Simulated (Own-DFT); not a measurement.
Simulation results for InAs (zincblende, strongly disordered by large displacements)

Computed with Own-DFT development build. A calculation, not a measurement: plane-wave PBE density functional theory by an unreviewed code, no spin, of a simulated periodic cell, stress positive in tension, free energy of the whole cell less one offset for each atom, forces on such cells passed a denser k mesh, this cell's mesh not checked; broken bonds can close the gap or carry spin, so checks made on this kind of crystal may not hold here; offsets are fitted by least squares, one for each functional and potential file, so energies compare only between cells with the same atoms and settings and are not formation energies; the far tail of each file's local potential was reset to the Coulomb form; each entry is a single point on an unrelaxed cell, so the pressure reflects the starting lattice, mostly measured values (interpolated for alloys), from which strain is counted, and rises with the displacements; printed positions are rounded, which can move forces by about a meV/angstrom; the program, named Own-DFT, is a retired in-house code; no spin-orbit coupling.

Common to all runs: functional PBE; potential files PseudoDojo norm-conserving, scalar-relativistic, standard set; wave cutoff 42 hartree; occupations Fermi-Dirac; smearing width 0.1 eV; hardware one NVIDIA H200; k mesh 3 x 3 x 3 centred on Gamma.

(1) InAs (zincblende, strongly disordered by large displacements)

```xyz
64
Lattice="12.1166 0.0000 0.0000 0.0000 12.1166 0.0000 0.0000 0.0000 12.1166" Properties=species:S:1:pos:R:3 InAs
In    11.9986    12.0865    11.8788
In     0.1296     3.0444     2.9433
In     2.7325    11.9675     2.9661
In     3.1027     2.9386     0.1911
As     1.7020     1.2565     1.3209
As     1.4443     4.4040     4.2897
As     4.7011     1.3539     4.4509
As     4.3505     4.1769     1.3550
In    12.1127    12.0602     6.4272
In     0.1647     2.6949     9.1562
In     2.8638    11.9299     9.2105
In     3.3774     2.9173     6.2200
As     1.5183     1.2806     7.2872
As     1.4602     4.3629    10.3696
As     4.4786     1.2455    10.3670
As     4.8274     4.4946     7.6307
In    12.0180     6.0168    11.7354
In     0.0508     8.9186     2.9408
In     3.1371     6.0753     2.7981
In     3.1810     8.3379    11.8349
As     1.3589     7.5077     1.2843
As     1.1883    10.3773     4.6642
As     4.5961     7.5975     4.6373
As     4.3001    10.5459     1.6813
In     0.1158     6.3979     6.5242
In     0.0338     9.0139     9.1340
In     2.5014     6.0146     9.1242
In     2.7649     9.0279     6.2802
As     1.7163     7.4579     7.5750
As     1.4272    10.1715    10.5133
As     4.3052     7.3663    10.1245
As     4.4439    10.4269     7.5702
In     6.0093    11.8155    11.8453
In     5.8231     2.9608     2.8289
In     9.3862     0.0923     2.8191
In     9.0043     3.5235     0.1419
As     7.5924     1.4334     1.6626
As     7.6193     4.5765     4.1140
As    10.4520     1.4360     4.6072
As    10.4801     4.4727     1.4901
In     6.1769     0.2144     5.9356
In     5.8270     2.8481     8.9505
In     8.8236    12.0162     9.3187
In     9.2337     3.3776     6.2173
As     7.4293     1.7603     7.6859
As     7.3791     4.5280    10.4108
As    10.3259     1.4813    10.5933
As    10.8897     4.4567     7.1959
In     6.0852     6.1098    11.9182
In     5.9376     8.8817     2.9550
In     9.0433     6.3537     3.2835
In     9.3389     9.0776     0.0003
As     7.5897     7.4220     1.3937
As     7.4450    10.1914     4.5696
As    10.5708     7.7103     4.7147
As    10.9594    10.4501     1.4498
In     5.8956     6.2660     6.0518
In     6.2586     9.1944     8.9310
In     9.0168     6.1438     8.8747
In     9.1722     9.1968     6.0057
As     7.3781     7.6710     7.6155
As     7.3588    10.7089    10.6585
As    10.7102     7.1226    10.6719
As    10.8440    10.3913     7.6116
```

* free energy of cell above offsets: -2.101 eV
* pressure: 8.82 GPa
* stress xx: -9.58 GPa
* stress yy: -8.72 GPa
* stress zz: -8.16 GPa
* stress yz: -0.69 GPa
* stress xz: -3.32 GPa
* stress xy: -1.25 GPa
* wall time: 1224 s

Force:
```tsv
element	x (eV/Å)	y (eV/Å)	z (eV/Å)
In	1.027	-0.217	-0.289
In	-2.051	-2.469	-1.535
In	0.577	-0.706	2.804
In	-4.215	-4.543	-6.246
As	-2.822	0.798	-0.73
As	2.634	2.526	2.887
As	-2.639	0.662	-0.958
As	4.849	7.165	3.13
In	-3.555	-1.741	-4.212
In	-1.585	-1.012	-1.573
In	-0.758	-1.053	-1.47
In	-0.883	0.113	-1.578
As	4.274	3.664	3.328
As	-0.1	-1.583	3.25
As	-0.091	1.212	1.893
As	-2.632	2.61	-1.029
In	7.602	-7.626	7.743
In	0.045	-0.852	1.071
In	-0.837	-0.424	0.983
In	-1.86	3.624	3.385
As	0.641	-1.233	0.153
As	1.035	1.05	0.07
As	-3.259	0.848	-1.498
As	1.461	-1.647	-2.201
In	-4.099	-2.728	-4.914
In	-1.854	-2.95	-1.044
In	3.209	-2.146	0.327
In	2.377	2.317	-3.169
As	0.44	2.863	1.924
As	2.456	2.586	3.119
As	4.077	-0.823	-1.503
As	0.53	1.597	-0.094
In	-5.651	5.055	6.628
In	1.853	-0.501	1.193
In	-0.661	-1.61	0.301
In	-3.887	-3.421	-3.12
As	-0.588	0.22	-2.186
As	-1.334	-1.055	2.323
As	1.435	0.714	1.1
As	4.165	3.146	3.175
In	1.315	-2.373	1.231
In	-0.424	0.06	3.301
In	1.52	1.254	-2.8
In	-4.989	-3.142	-3.636
As	3.619	-2.324	-2.122
As	0.879	-0.46	-0.244
As	0.704	1.17	0.506
As	3.058	1.896	4.345
In	-1.239	-0.587	-0.167
In	0.372	0.66	-0.986
In	0.656	-0.415	-1.298
In	-0.997	-0.623	-0.286
As	0.168	1.286	0.022
As	0.064	2.494	-0.458
As	2.154	-1.202	-0.613
As	-1.535	1.341	-0.257
In	2.126	-2.628	0.419
In	-2.441	1.486	1.57
In	0.383	-1.237	0.198
In	-0.919	0.621	1.521
As	2.733	-1.644	-2.07
As	5.206	-6.565	-2.894
As	-8.599	8.348	-7.424
As	-3.138	0.155	0.705
```

(2) InAs (zincblende, strongly disordered by large displacements)

```xyz
64
Lattice="12.1166 0.0000 0.0000 0.0000 12.1166 0.0000 0.0000 0.0000 12.1166" Properties=species:S:1:pos:R:3 InAs
In    12.1114     0.3229     0.2023
In     0.2465     3.1903     2.9308
In     2.8013    12.1049     3.3168
In     2.7670     3.5082     0.1330
As     1.6314     1.1304     1.5948
As     1.8271     4.6443     4.6492
As     4.7972     1.6569     4.4485
As     4.1760     4.8820     1.2374
In    11.8962    12.0940     5.9466
In    12.0951     2.8770     8.9771
In     3.2831     0.0019     9.0692
In     3.2848     3.0718     5.6999
As     1.6740     1.2848     7.6419
As     1.6007     4.6181    10.8462
As     4.5232     1.5824    10.4752
As     4.5171     4.6048     7.8208
In     0.5257     5.8175     0.0729
In    11.6718     9.1377     3.1080
In     2.8323     5.9791     2.9367
In     3.0264     9.4949     0.0093
As     1.5364     7.6515     1.8044
As     1.3848    10.7084     4.1459
As     4.3881     7.5528     4.5835
As     4.4397    10.6179     1.3560
In     0.3104     6.2802     6.0263
In    12.0470     9.1326     9.2534
In     3.2110     5.6612     9.1035
In     2.8835     9.1032     6.1814
As     1.4657     7.4041     7.4360
As     1.5051    10.8717    10.6185
As     4.1953     7.7098    10.5042
As     4.6694    10.5796     7.7510
In     5.9730     0.1632     0.5671
In     6.3113     2.9654     3.0665
In     8.9670     0.2063     2.6153
In     9.0484     3.1320     0.0354
As     7.6366     1.7137     1.9537
As     7.7170     4.3568     4.3295
As    10.6151     1.6675     4.6418
As    10.8287     4.6226     1.6166
In     6.0503     0.1192     5.6725
In     6.4202     2.7151     9.3376
In     8.9807    12.0519     9.4239
In     8.9825     3.3897     6.1264
As     7.4881     1.4126     7.8147
As     7.4662     4.4946    10.6088
As    10.6505     1.4705    10.4749
As    10.9754     4.5054     7.7790
In     5.9848     5.6009     0.3580
In     6.2617     9.2938     3.0758
In     9.4246     6.1206     2.9602
In     8.9510     9.1480    12.0922
As     7.7165     7.6193     1.2843
As     7.7497    10.7313     4.3763
As    10.4835     7.3114     4.6147
As    10.4078    10.5288     1.8288
In     5.9580     6.0666     6.1265
In     6.2167     8.9156     8.8667
In     9.2154     6.1869     9.4622
In     8.5262     9.3645     5.8258
As     7.4614     7.3343     7.8333
As     7.7392    10.6850    10.6420
As    10.4511     7.5568    10.7968
As    10.5410    10.7622     7.6244
```

* free energy of cell above offsets: 5.846 eV
* pressure: 10.58 GPa
* stress xx: -10.91 GPa
* stress yy: -10.89 GPa
* stress zz: -9.94 GPa
* stress yz: -0.02 GPa
* stress xz: -0.72 GPa
* stress xy: 1.64 GPa
* wall time: 1159 s

Force:
```tsv
element	x (eV/Å)	y (eV/Å)	z (eV/Å)
In	-2.584	-2.302	-2.241
In	0.337	-1.747	1.564
In	6.341	3.029	-1.523
In	2.315	-8.814	2.37
As	1.376	4.713	0
As	-2.562	-0.527	-0.286
As	-2.476	-0.393	-1.819
As	-1.455	-1.422	5.036
In	1.441	-0.015	0.369
In	2.653	-1.769	1.199
In	-0.887	-0.383	0.543
In	-0.228	-0.446	3.821
As	-0.675	1.168	-1.795
As	-0.845	-2.03	-11.48
As	-0.02	0.861	3.156
As	5.516	-5.442	-5.582
In	-5.681	6.683	5.705
In	2.617	-3.134	1.951
In	1.554	1.402	1.268
In	-2.778	-3.506	-2.502
As	-1.5	2.041	-1.885
As	-4.046	-4.879	4.725
As	0.99	0.573	-0.605
As	2.156	1.08	4.936
In	-4.536	-4.206	-4.036
In	0.009	-0.199	-0.679
In	-4.815	5.423	4.375
In	0.579	0.846	-0.579
As	3.601	4.056	6.393
As	-0.901	-0.125	-0.014
As	1.155	-0.193	0.157
As	0.269	-0.245	-2.625
In	0.8	1.304	-2.745
In	-5.817	4.327	1.665
In	5.616	-4.31	4.201
In	1.186	-0.245	-0.022
As	-0.286	0.971	-7.926
As	0.073	4.053	0.754
As	-0.775	0.938	-1.352
As	-0.306	-0.752	-2.165
In	1.332	-2.22	3.619
In	-2.815	1.715	0.752
In	2.733	2.413	-3.856
In	1.779	-2.055	2.226
As	2.298	-1.66	-4.198
As	0.736	1.424	1.078
As	-0.394	0.734	2.117
As	-2.77	3.265	-2.234
In	6.236	4.068	-3.678
In	-2.122	-2.247	-1.456
In	-3.06	-0.824	-2.041
In	1.903	1.225	-0.309
As	-2.134	-2.449	2.708
As	-2.277	5.598	-4.091
As	0.948	2.948	2.986
As	-1.09	1.957	-4.229
In	-0.159	-0.314	-0.658
In	-2.532	2.566	3.411
In	-1.351	-2.787	-2.84
In	4.275	-5.783	6.699
As	2.992	-1.967	-2.953
As	-4.904	-2.422	2.48
As	3.862	1.738	2.105
As	-0.896	-1.307	0.032
```
